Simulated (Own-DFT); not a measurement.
# Computed records: GaP (zincblende, atoms displaced)

A calculation, not a measurement: plane-wave PBE density functional theory by an unreviewed code, no spin, of a simulated periodic cell, stress positive in tension, free energy of the whole cell less one offset for each atom, forces on such cells passed a denser k mesh, this cell's mesh not checked; offsets are fitted by least squares, one for each functional and potential file, so energies compare only between cells with the same atoms and settings and are not formation energies; the far tail of each file's local potential was reset to the Coulomb form; each entry is a single point on an unrelaxed cell, so the pressure reflects the starting lattice, mostly measured values (interpolated for alloys), from which strain is counted, and rises with the displacements; printed positions are rounded, which can move forces by about a meV/angstrom; the program, named Own-DFT, is a retired in-house code; no spin-orbit coupling. Program: Own-DFT development build.

Settings shared by all entries: functional PBE; potential files PseudoDojo norm-conserving, scalar-relativistic, standard set; wave cutoff 42 hartree; occupations Fermi-Dirac; smearing width 0.1 eV; k mesh 2 x 3 x 3 centred on Gamma.

(1) GaP (zincblende, atoms displaced)

```
GaP
1.0
     16.3515     0.0000     0.0000
      0.0000    10.9010     0.0000
      0.0000     0.0000    10.9010
Ga P Ga P Ga P Ga P Ga P Ga P Ga P Ga P Ga P Ga P Ga P Ga P
4 4 4 4 4 4 4 4 4 4 4 4 4 4 4 4 4 4 4 4 4 4 4 4
Direct
  0.00566 0.98540 0.00605
  0.99079 0.24567 0.25700
  0.17354 0.01000 0.25127
  0.16715 0.23992 0.00252
  0.08304 0.13241 0.12447
  0.08103 0.37510 0.37830
  0.25687 0.14092 0.36572
  0.25190 0.36600 0.14661
  0.98659 0.99227 0.48535
  0.99859 0.25199 0.74754
  0.16835 0.99574 0.75816
  0.16502 0.26215 0.49949
  0.08743 0.11964 0.62392
  0.08249 0.36665 0.88544
  0.24288 0.13014 0.87966
  0.25023 0.38081 0.64168
  0.00039 0.49167 0.99316
  0.99753 0.76302 0.25998
  0.16393 0.49346 0.24117
  0.16211 0.74827 0.98882
  0.08013 0.63211 0.12452
  0.09460 0.86305 0.37465
  0.24085 0.62048 0.37827
  0.24971 0.86373 0.13282
  0.00994 0.50689 0.49856
  0.00945 0.77295 0.75196
  0.17036 0.48849 0.76363
  0.17054 0.76125 0.50985
  0.08910 0.61403 0.61686
  0.08352 0.86404 0.88214
  0.24318 0.62369 0.87353
  0.25236 0.89078 0.63816
  0.33239 0.00465 0.00456
  0.34264 0.25197 0.24654
  0.49536 0.98294 0.25864
  0.51020 0.26121 0.01229
  0.42370 0.12767 0.12969
  0.41624 0.38390 0.36850
  0.58725 0.14366 0.38569
  0.56995 0.38285 0.12367
  0.33752 0.00813 0.47388
  0.33410 0.25285 0.74288
  0.49740 0.00935 0.74966
  0.49714 0.25144 0.50616
  0.41728 0.13058 0.62224
  0.42531 0.37697 0.88955
  0.58537 0.13835 0.87327
  0.58206 0.36444 0.62169
  0.33113 0.51954 0.99213
  0.33308 0.73715 0.23848
  0.50491 0.49707 0.24894
  0.50125 0.74712 0.00145
  0.41659 0.62712 0.12203
  0.41983 0.87228 0.37841
  0.58990 0.63040 0.38169
  0.58180 0.86754 0.11494
  0.33805 0.51116 0.50626
  0.33171 0.74596 0.75277
  0.49737 0.49644 0.75678
  0.49954 0.73092 0.51410
  0.40870 0.63670 0.64090
  0.40522 0.86502 0.88220
  0.58408 0.61359 0.87044
  0.59513 0.87293 0.62669
  0.66669 0.99430 0.01959
  0.66742 0.24218 0.26615
  0.82313 0.00161 0.26043
  0.82894 0.25652 0.99408
  0.75022 0.11542 0.13721
  0.75525 0.38293 0.38176
  0.91420 0.11822 0.37653
  0.91492 0.37058 0.10508
  0.67386 0.98776 0.51426
  0.66781 0.23528 0.72959
  0.82972 0.00570 0.76594
  0.83892 0.23787 0.49579
  0.75766 0.11615 0.62132
  0.75218 0.38088 0.86819
  0.92059 0.13740 0.88485
  0.92192 0.38692 0.63465
  0.68217 0.49934 0.01090
  0.67912 0.73978 0.24180
  0.83045 0.49399 0.26021
  0.83164 0.74727 0.00380
  0.74360 0.63273 0.12216
  0.73905 0.87383 0.38225
  0.91560 0.64166 0.36852
  0.91159 0.86469 0.11582
  0.66217 0.50866 0.48416
  0.66883 0.74122 0.74222
  0.83980 0.50885 0.74879
  0.83326 0.74411 0.49320
  0.75613 0.61595 0.60868
  0.76163 0.87159 0.88242
  0.90888 0.62612 0.88562
  0.91563 0.88544 0.60884
```

```
free energy of cell above offsets : -38.574 eV
pressure                          : 4.97 GPa
stress xx                         : -4.9 GPa
stress yy                         : -4.94 GPa
stress zz                         : -5.06 GPa
stress yz                         : -0.52 GPa
stress xz                         : 0.72 GPa
stress xy                         : 0.26 GPa
```

Force:
```
element  x (eV/Å)  y (eV/Å)  z (eV/Å)
     Ga     -0.97     1.505     0.258
     Ga     0.749     0.847    -1.154
     Ga    -0.596    -0.621    -0.262
     Ga     0.052     1.914     1.081
      P    -0.685    -1.601     1.147
      P     -0.48    -0.194    -1.299
      P     -1.01    -0.323     0.959
      P    -0.323     0.867     -3.07
     Ga     4.145     0.132     0.119
     Ga      0.89    -0.455    -0.004
     Ga    -1.054      0.86     0.302
     Ga     0.795    -0.927      0.92
      P    -1.005     0.135     -0.38
      P     0.632     -0.01    -1.026
      P     2.036    -0.914    -0.883
      P     0.678    -0.305    -2.394
     Ga    -0.019     1.641     0.525
     Ga     0.736    -0.138     -1.55
     Ga    -0.576     0.809     0.625
     Ga     1.278    -0.969     2.519
      P    -0.277    -0.935    -0.087
      P    -1.498     2.463    -0.427
      P     1.333     0.409    -0.029
      P    -0.525     1.426    -1.326
     Ga    -2.301    -0.307    -0.578
     Ga    -2.556    -2.773    -2.608
     Ga    -1.907     0.333    -0.175
     Ga     0.672    -1.008      0.75
      P     0.924     2.009     2.489
      P     0.798     2.915    -0.237
      P     0.523     0.733    -0.325
      P     1.082    -1.136    -1.797
     Ga     -0.42    -0.159     0.371
     Ga     0.477     0.023       0.2
     Ga     2.019     1.965    -1.293
     Ga    -1.952    -2.939    -2.298
      P     0.141    -0.774    -0.572
      P     0.389    -0.116      1.62
      P    -1.302    -3.408     0.983
      P      5.53      0.95     1.399
     Ga    -0.452     0.159     2.024
     Ga      0.44    -0.176      1.72
     Ga      0.36    -1.102     0.665
     Ga    -0.243     0.776    -1.224
      P    -0.857    -1.016    -0.276
      P    -2.247    -0.202    -0.825
      P     0.221    -1.345     0.761
      P     0.397     2.147     0.081
     Ga      0.42    -2.128      1.08
     Ga    -0.511      0.31      2.03
     Ga    -1.221     1.941     1.377
     Ga     -0.39    -0.478     -1.45
      P     1.019    -0.746     0.174
      P    -0.803    -2.401     0.633
      P    -2.215     1.062     -2.54
      P     0.037    -0.083     2.262
     Ga    -1.201    -0.581    -0.601
     Ga     -2.19     1.764     1.012
     Ga     0.389     -0.29    -0.854
     Ga     0.594     1.876     -0.35
      P     2.165    -2.471     -1.32
      P     1.799     1.259    -0.145
      P     0.918     0.983     0.805
      P    -2.955    -0.334     0.928
     Ga     0.395     0.639    -2.155
     Ga     0.976     1.848    -1.819
     Ga     1.203    -1.692     0.067
     Ga    -0.598    -1.057     0.161
      P    -0.677     2.206    -1.272
      P    -1.088    -1.939     0.413
      P    -0.412     0.433    -1.634
      P     -0.13     0.504     3.065
     Ga    -1.031      2.22    -0.898
     Ga     0.149     1.121     1.065
     Ga     1.866      0.35    -0.546
     Ga    -0.308     2.114     1.367
      P    -0.009     0.292     0.285
      P    -0.596     -0.67    -0.557
      P    -0.043    -1.725    -0.453
      P    -0.012    -0.923    -1.784
     Ga    -2.877    -1.448    -1.699
     Ga     -3.45      2.88     2.438
     Ga     1.686      1.28    -2.135
     Ga    -0.056    -0.725    -0.031
      P      3.58    -1.896    -0.295
      P     1.934    -0.993    -1.471
      P     0.431    -2.501     0.228
      P     0.872     1.794     2.239
     Ga     1.378    -2.549     2.599
     Ga     1.004    -0.425     0.963
     Ga    -0.828    -0.084      0.09
     Ga    -0.287     1.338     0.559
      P     -0.89     0.198     1.299
      P    -2.753     0.132    -0.486
      P     2.049     0.198    -1.098
      P    -1.374    -1.769     3.035
```

(2) GaP (zincblende, atoms displaced)

```
GaP
1.0
     16.3515     0.0000     0.0000
      0.0000    10.9010     0.0000
      0.0000     0.0000    10.9010
Ga P Ga P Ga P Ga P Ga P Ga P Ga P Ga P Ga P Ga P Ga P Ga P
4 4 4 4 4 4 4 4 4 4 4 4 4 4 4 4 4 4 4 4 4 4 4 4
Direct
  0.00221 0.99322 0.00749
  0.99327 0.25118 0.24813
  0.15083 0.99403 0.24271
  0.17670 0.24442 0.99016
  0.08940 0.12292 0.13417
  0.07919 0.36670 0.36312
  0.24751 0.12397 0.38174
  0.25203 0.37011 0.11973
  0.00188 0.00572 0.48718
  0.00077 0.25143 0.71391
  0.15653 0.97751 0.74810
  0.15977 0.26713 0.51148
  0.07721 0.12875 0.61357
  0.08402 0.35641 0.87598
  0.24809 0.12736 0.88242
  0.24071 0.37869 0.62869
  0.00136 0.50395 0.00940
  0.99031 0.73548 0.24723
  0.16218 0.50981 0.26444
  0.16008 0.74689 0.98974
  0.08391 0.63584 0.12126
  0.08181 0.86271 0.38067
  0.24095 0.62250 0.37036
  0.25774 0.87579 0.13885
  0.00392 0.50079 0.48700
  0.00861 0.73737 0.76593
  0.17480 0.49622 0.74300
  0.17463 0.74142 0.51327
  0.09107 0.64014 0.62013
  0.07523 0.88210 0.87856
  0.23562 0.62520 0.89204
  0.24989 0.87237 0.61715
  0.33390 0.99725 0.99243
  0.33826 0.24228 0.26286
  0.50923 0.99072 0.25102
  0.50038 0.26508 0.98804
  0.40963 0.12325 0.13381
  0.41059 0.38453 0.37844
  0.59052 0.12517 0.37701
  0.59151 0.39184 0.12856
  0.32213 0.00176 0.49649
  0.32886 0.26261 0.75137
  0.50335 0.00354 0.73413
  0.50941 0.25710 0.49058
  0.41861 0.12384 0.61444
  0.41201 0.35855 0.86340
  0.58060 0.13341 0.85953
  0.58436 0.37536 0.61329
  0.32917 0.50204 0.00885
  0.33782 0.75804 0.24406
  0.50880 0.49687 0.25433
  0.50145 0.73568 0.99789
  0.41156 0.62613 0.11574
  0.41087 0.87347 0.37830
  0.58145 0.61837 0.37618
  0.57954 0.87381 0.11059
  0.31929 0.50665 0.48671
  0.34284 0.74799 0.76776
  0.50020 0.49992 0.74066
  0.49507 0.73400 0.50528
  0.40660 0.61895 0.64158
  0.42048 0.87156 0.87678
  0.57635 0.61440 0.87401
  0.58337 0.86169 0.61578
  0.66776 0.01910 0.99549
  0.67010 0.24311 0.25069
  0.82868 0.01898 0.25181
  0.83241 0.25413 0.01363
  0.75542 0.13667 0.11854
  0.75000 0.37611 0.36192
  0.91506 0.11582 0.36138
  0.92322 0.37755 0.11654
  0.65189 0.00939 0.51545
  0.68140 0.24257 0.74782
  0.82728 0.00204 0.74767
  0.82024 0.25368 0.49642
  0.76139 0.13940 0.62298
  0.74918 0.37390 0.86786
  0.91425 0.14464 0.86933
  0.93211 0.38057 0.64897
  0.67287 0.49939 0.01127
  0.65343 0.75394 0.23921
  0.82778 0.49360 0.24963
  0.82573 0.72891 0.99421
  0.75067 0.62008 0.13344
  0.73584 0.88350 0.37840
  0.90268 0.61315 0.38573
  0.90753 0.87989 0.10643
  0.66251 0.48730 0.49777
  0.66066 0.74555 0.74307
  0.82418 0.50620 0.76454
  0.83140 0.75349 0.49815
  0.75411 0.62747 0.62264
  0.74642 0.87829 0.87484
  0.91787 0.61019 0.86717
  0.92856 0.87634 0.62339
```

```
free energy of cell above offsets : -36.704 eV
pressure                          : 5.09 GPa
stress xx                         : -4.91 GPa
stress yy                         : -5.53 GPa
stress zz                         : -4.84 GPa
stress yz                         : 0.03 GPa
stress xz                         : 0.02 GPa
stress xy                         : -0.11 GPa
```

Force:
```
element  x (eV/Å)  y (eV/Å)  z (eV/Å)
     Ga    -1.009     2.446     0.088
     Ga     0.398    -0.978    -0.653
     Ga     2.609    -1.959     2.348
     Ga    -2.211     1.549     2.235
      P    -1.941     2.062    -2.448
      P     0.502     0.966     0.883
      P    -1.734     1.164    -0.777
      P    -0.378     0.056     1.925
     Ga    -0.154    -0.985     0.093
     Ga     2.446    -3.727     5.336
     Ga      1.33     2.099    -1.006
     Ga     0.066    -1.771    -1.579
      P      1.95    -1.879    -0.143
      P      -0.2     1.338    -0.683
      P     1.355    -2.639    -3.136
      P     2.998    -0.757    -1.653
     Ga     1.241    -0.282    -1.655
     Ga     -0.54     1.256      0.35
     Ga    -1.029    -2.047     -2.96
     Ga    -0.221     2.855     1.928
      P     -0.55    -1.101     1.096
      P    -0.085    -0.195    -0.612
      P     1.771     2.452     0.242
      P    -2.548     1.029    -2.319
     Ga    -0.289     0.001     1.478
     Ga    -0.951     0.592    -1.489
     Ga    -2.978     1.912     2.615
     Ga      0.14     1.506    -2.341
      P    -1.957    -3.048     1.588
      P     0.686    -1.454     0.243
      P     3.149    -1.538     -2.61
      P     0.838      0.05     2.288
     Ga     -0.04     0.001     0.999
     Ga    -1.293     0.732    -0.244
     Ga    -1.696     0.656     0.179
     Ga     0.283    -1.105      1.77
      P     2.365    -0.399    -1.159
      P     1.355    -0.451    -0.248
      P     -1.31     0.222    -1.116
      P    -1.207    -2.906    -0.076
     Ga     1.609      0.01     0.409
     Ga    -1.197    -2.814    -1.754
     Ga    -0.607    -0.917     0.436
     Ga    -2.117    -0.514    -0.219
      P    -0.608     0.715    -0.051
      P     1.271     3.736     1.343
      P     0.806    -0.063      0.74
      P     0.232    -0.731      2.35
     Ga    -0.185    -0.713    -1.286
     Ga     0.226    -1.574     0.801
     Ga    -2.472      0.22    -0.428
     Ga     -0.81     0.869    -0.217
      P     1.345    -0.308     1.586
      P     1.394    -0.083     0.551
      P     0.554     1.066     0.378
      P     0.564     0.604    -0.292
     Ga     1.086    -0.835     1.771
     Ga    -2.646     0.067    -0.186
     Ga    -0.502    -1.315     0.374
     Ga     -0.94     0.478    -0.414
      P     0.307    -0.443    -2.134
      P     1.104     1.333     0.191
      P     1.795     0.028    -0.076
      P    -1.112     0.577     0.657
     Ga    -0.381    -0.849    -0.466
     Ga    -0.273     0.632    -0.712
     Ga    -1.161     -3.09    -1.133
     Ga       1.6     1.288    -2.838
      P    -2.069    -1.267     1.092
      P    -1.176    -0.722     1.505
      P     0.501     2.178     2.046
      P    -1.597     0.032     1.528
     Ga     2.455    -0.369    -0.028
     Ga    -2.217     0.793    -0.087
     Ga     2.122    -0.405     0.505
     Ga     3.565       1.6    -1.594
      P    -2.289    -3.119     0.494
      P    -0.238      0.11     2.413
      P     0.389    -1.492     0.208
      P    -5.549     5.508    -4.491
     Ga      0.09     0.443    -2.208
     Ga     1.182    -0.194     1.147
     Ga     2.047     0.226    -0.733
     Ga     1.079     1.539    -0.474
      P    -0.659     1.064    -0.106
      P     0.884     -0.02    -0.454
      P     1.206     0.331    -1.219
      P    -0.486    -1.154     1.755
     Ga     1.723     1.718    -0.698
     Ga      0.84    -0.227     1.083
     Ga     0.933    -0.474    -2.008
     Ga     0.098     1.479     0.309
      P    -1.208    -0.752      0.11
      P    -0.558    -0.762    -0.253
      P     0.312     1.072     1.577
      P    -1.421    -0.228     0.424
```

(3) GaP (zincblende, atoms displaced)

```
GaP
1.0
     16.3515     0.0000     0.0000
      0.0000    10.9010     0.0000
      0.0000     0.0000    10.9010
Ga P Ga P Ga P Ga P Ga P Ga P Ga P Ga P Ga P Ga P Ga P Ga P
4 4 4 4 4 4 4 4 4 4 4 4 4 4 4 4 4 4 4 4 4 4 4 4
Direct
  0.00591 0.00369 0.00566
  0.00844 0.26002 0.24113
  0.17030 0.00702 0.23715
  0.16967 0.24763 0.00579
  0.08512 0.12281 0.11948
  0.09601 0.38354 0.39200
  0.24311 0.13998 0.39077
  0.25108 0.38127 0.12349
  0.99824 0.00121 0.50930
  0.99722 0.26317 0.73220
  0.16714 0.00185 0.74512
  0.16246 0.27402 0.49379
  0.07547 0.12801 0.62994
  0.07646 0.37242 0.87528
  0.24609 0.12925 0.87223
  0.25097 0.38430 0.62616
  0.00205 0.50791 0.00032
  0.00795 0.76153 0.24375
  0.17340 0.50249 0.25333
  0.17684 0.74961 0.01539
  0.09140 0.64458 0.11964
  0.08237 0.88474 0.35348
  0.24565 0.62430 0.38277
  0.24348 0.88520 0.13421
  0.00527 0.49186 0.48486
  0.99377 0.74409 0.74151
  0.16841 0.51153 0.75245
  0.15818 0.73448 0.51759
  0.08458 0.63302 0.62156
  0.08136 0.85735 0.87060
  0.23198 0.61447 0.89854
  0.23657 0.87034 0.61050
  0.33909 0.99413 0.00436
  0.33709 0.26017 0.25160
  0.50271 0.99889 0.24933
  0.49424 0.24698 0.01380
  0.42019 0.12381 0.12925
  0.40940 0.37431 0.37708
  0.58225 0.11728 0.37645
  0.59192 0.36676 0.14674
  0.32683 0.99525 0.50015
  0.32560 0.25726 0.75338
  0.49579 0.00194 0.75217
  0.49106 0.24027 0.51097
  0.42685 0.12728 0.61985
  0.41920 0.38175 0.88249
  0.58847 0.10955 0.87107
  0.58526 0.36725 0.64567
  0.32651 0.50089 0.99079
  0.33482 0.76104 0.24889
  0.49852 0.48598 0.25489
  0.50601 0.73861 0.00355
  0.41403 0.61884 0.10105
  0.41382 0.86679 0.36082
  0.58447 0.62326 0.38654
  0.58230 0.86763 0.11464
  0.33951 0.50932 0.50875
  0.34233 0.75886 0.72889
  0.51154 0.51209 0.73678
  0.50329 0.74558 0.52004
  0.40703 0.63670 0.63211
  0.42675 0.87639 0.87283
  0.58006 0.61931 0.84950
  0.58645 0.88504 0.64660
  0.66388 0.00112 0.03017
  0.66166 0.24692 0.25530
  0.82558 0.00150 0.25054
  0.82153 0.24523 0.99177
  0.74512 0.13592 0.12968
  0.75818 0.37851 0.36212
  0.91122 0.12549 0.37929
  0.91884 0.37289 0.13288
  0.66325 0.98844 0.49234
  0.65930 0.24759 0.73842
  0.81520 0.99396 0.75645
  0.82577 0.24443 0.49365
  0.74296 0.12111 0.61959
  0.73749 0.37029 0.86873
  0.91299 0.12954 0.88040
  0.92166 0.37057 0.63183
  0.67540 0.50633 0.01115
  0.67048 0.75547 0.26582
  0.83957 0.49291 0.24501
  0.83783 0.75340 0.00495
  0.74752 0.64492 0.12848
  0.75003 0.87974 0.37261
  0.92238 0.63841 0.38034
  0.91625 0.86979 0.12975
  0.66842 0.48601 0.51407
  0.66694 0.76210 0.74912
  0.82105 0.49725 0.75555
  0.84320 0.73794 0.50026
  0.74828 0.62059 0.63215
  0.75052 0.87086 0.89759
  0.91505 0.62969 0.86300
  0.92189 0.88060 0.62035
```

```
free energy of cell above offsets : -34.984 eV
pressure                          : 5.56 GPa
stress xx                         : -5.57 GPa
stress yy                         : -6.09 GPa
stress zz                         : -5.03 GPa
stress yz                         : 0.19 GPa
stress xz                         : 0.17 GPa
stress xy                         : 0.11 GPa
```

Force:
```
element  x (eV/Å)  y (eV/Å)  z (eV/Å)
     Ga    -1.545    -1.408    -1.568
     Ga    -0.044    -0.977     1.753
     Ga     -1.19     1.829     2.814
     Ga     -0.65      0.91    -0.815
      P      0.35     1.214     0.784
      P    -3.343     2.221    -6.011
      P     1.062    -0.927    -1.809
      P     0.118    -0.888     0.467
     Ga     0.751       0.7    -2.336
     Ga     1.711    -2.764     3.884
     Ga    -1.072    -0.391     0.558
     Ga     2.913    -4.512     4.737
      P     1.723     0.254    -0.726
      P     1.177     0.247    -0.116
      P     0.916    -1.081     0.454
      P    -0.099     0.242     0.142
     Ga    -0.185     0.145    -0.124
     Ga    -1.062    -1.185    -0.005
     Ga    -0.734      0.53    -0.616
     Ga    -0.774     2.389    -1.374
      P    -1.983    -2.939     1.859
      P     0.951      0.64     3.015
      P     1.382      0.85     -0.04
      P     3.086    -1.179    -1.683
     Ga    -1.862      1.64     2.126
     Ga     0.703     0.861    -0.113
     Ga    -1.328    -1.174    -0.312
     Ga     2.237     2.891    -5.018
      P    -3.545    -3.944     2.786
      P     0.739     1.412     0.713
      P     2.475     0.675    -2.158
      P     2.073     0.902     1.479
     Ga    -0.682     0.379     -0.63
     Ga     -1.65    -1.516    -0.544
     Ga    -0.289    -0.818    -0.257
     Ga     1.918     0.801    -1.516
      P    -1.298    -0.396     0.807
      P     1.639     0.633     1.547
      P    -0.323     0.708     0.488
      P    -2.218     2.142    -3.066
     Ga     0.655     0.427    -0.632
     Ga     1.501     -0.04     0.071
     Ga     0.742     0.998     0.117
     Ga     3.235     3.334    -3.347
      P    -4.725    -3.093     3.073
      P     0.044    -0.414    -1.194
      P    -0.481       1.3     1.275
      P    -2.605     1.529    -4.238
     Ga     0.582    -0.572    -0.137
     Ga    -1.621    -2.513    -1.394
     Ga     0.128     1.341    -0.231
     Ga    -0.243    -0.334    -1.926
      P     0.082     0.325     2.712
      P      1.98     1.843     2.906
      P    -0.264    -0.527    -0.057
      P    -0.239    -0.404     2.655
     Ga    -1.474    -0.592     -1.14
     Ga    -3.844     3.567      3.93
     Ga    -3.967    -2.094    -0.795
     Ga     0.231     0.941    -1.042
      P     3.986    -3.704    -2.085
      P    -1.754    -1.085     0.666
      P     3.053     2.788     4.429
      P    -0.818    -0.175    -2.627
     Ga     0.667     0.475    -2.494
     Ga     1.775    -1.058     2.025
     Ga     1.412     0.579    -0.544
     Ga     1.051     0.579     0.003
      P     0.436     -0.73     0.483
      P    -1.993    -0.645     1.807
      P     1.195    -0.185    -0.885
      P    -0.004     0.241    -2.232
     Ga    -0.222     0.527     1.015
     Ga     1.979    -3.108     2.643
     Ga     1.925     0.547     0.046
     Ga     0.882     0.589     0.732
      P    -0.002      0.09    -0.142
      P     0.711      0.18     0.998
      P     0.196     -0.58    -0.919
      P    -3.891     3.141    -3.415
     Ga    -1.322     -0.43    -0.661
     Ga    -1.636     -0.53    -0.739
     Ga    -0.041     2.545     0.391
     Ga     0.634    -0.706    -0.599
      P      1.06    -1.648     0.237
      P     0.882     -0.91     1.383
      P      1.29    -2.345    -2.405
      P    -0.011     1.595    -0.091
     Ga     0.234     0.355    -1.194
     Ga     1.195    -1.327     1.392
     Ga     1.837    -0.393     0.128
     Ga    -1.838     1.638     1.583
      P     0.002     1.259    -1.077
      P    -1.315     0.533    -0.957
      P    -0.927    -1.253     1.606
      P    -2.388    -0.982     1.323
```
